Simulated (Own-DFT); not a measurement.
# Strain and stress in wurtzite GaN, 72 atoms (Ga36N36)

These are calculations, not measurements. The program, named Own-DFT, is a retired in-house plane-wave density functional code that no person has reviewed. Each row is one single-point run on a periodic cell that was not relaxed, without spin or spin-orbit coupling.

Settings of every run: PBE; PseudoDojo norm-conserving scalar-relativistic files; cutoff 42 hartree; 4 x 4 x 3 k mesh centred on Gamma; Fermi-Dirac smearing of 0.1 eV.

Known limits: forces not confirmed at this smearing and k mesh; stress not checked against mesh or cutoff.

Unstrained cell vectors in Å: (9.567, 0.000, 0.000); (-4.783, 8.285, 0.000); (0.000, 0.000, 10.370). The unstrained cell has measured lattice constants (interpolated for alloys), not those of this functional. That, the random moves and any unrelaxed bonds set the pressure at no strain. Each run strains this cell uniformly, with the atoms carried along. Every atom was also moved at random, by a Gaussian of width 0.05 Å on each axis. Strain is the symmetric tensor, in per cent. Stress is positive in tension, and the pressure is minus a third of its trace.

| run | e_xx (%) | e_yy (%) | e_zz (%) | s_xx (GPa) | s_yy (GPa) | s_zz (GPa) | P (GPa) | E (meV/atom) |
|---|---|---|---|---|---|---|---|---|
| 1 | -0.75 | -0.75 | 0.00 | -10.54 | -12.30 | -9.62 | 10.82 | 26.5 |
| 2 | -2.50 | -2.50 | 0.00 | -24.34 | -20.95 | -12.37 | 19.22 | 63.6 |
| 3 | -2.75 | -2.75 | 0.00 | -24.55 | -23.74 | -12.95 | 20.41 | 68.0 |
| 4 | 2.75 | 2.75 | 0.00 | 5.13 | 5.13 | -4.21 | -2.02 | 5.3 |
| 5 | -0.25 | -0.25 | 0.00 | -9.31 | -7.98 | -7.36 | 8.21 | 0.6 |
| 6 | 0.25 | 0.25 | 0.00 | -6.15 | -5.25 | -8.14 | 6.51 | 0.0 |
| 7 | 2.00 | 2.00 | 0.00 | 0.90 | 3.43 | -5.65 | 0.44 | 0.6 |
| 8 | -1.00 | -1.00 | 0.00 | -11.79 | -12.75 | -10.89 | 11.81 | 16.4 |
| 9 | 0.75 | 0.75 | 0.00 | ? | ? | ? | ? | ? |

E is the free energy for each atom above the lowest run shown.

## Worked fit

The change of volume is close to e_xx + e_yy + e_zz. A straight line through the runs shown gives P = 8.35 - 204 x (fractional change of volume) GPa, with an error of 9 on the slope and a scatter of 0.95 GPa. The strain isn't the same on all axes and the cell isn't cubic, so the slope belongs to this path and is not the bulk modulus.

## Withheld run

Question: what pressure should run 9 give? Its volume changes by 1.51 %.

The line gives 5.3 GPa. The calculation gave 4.61 GPa.
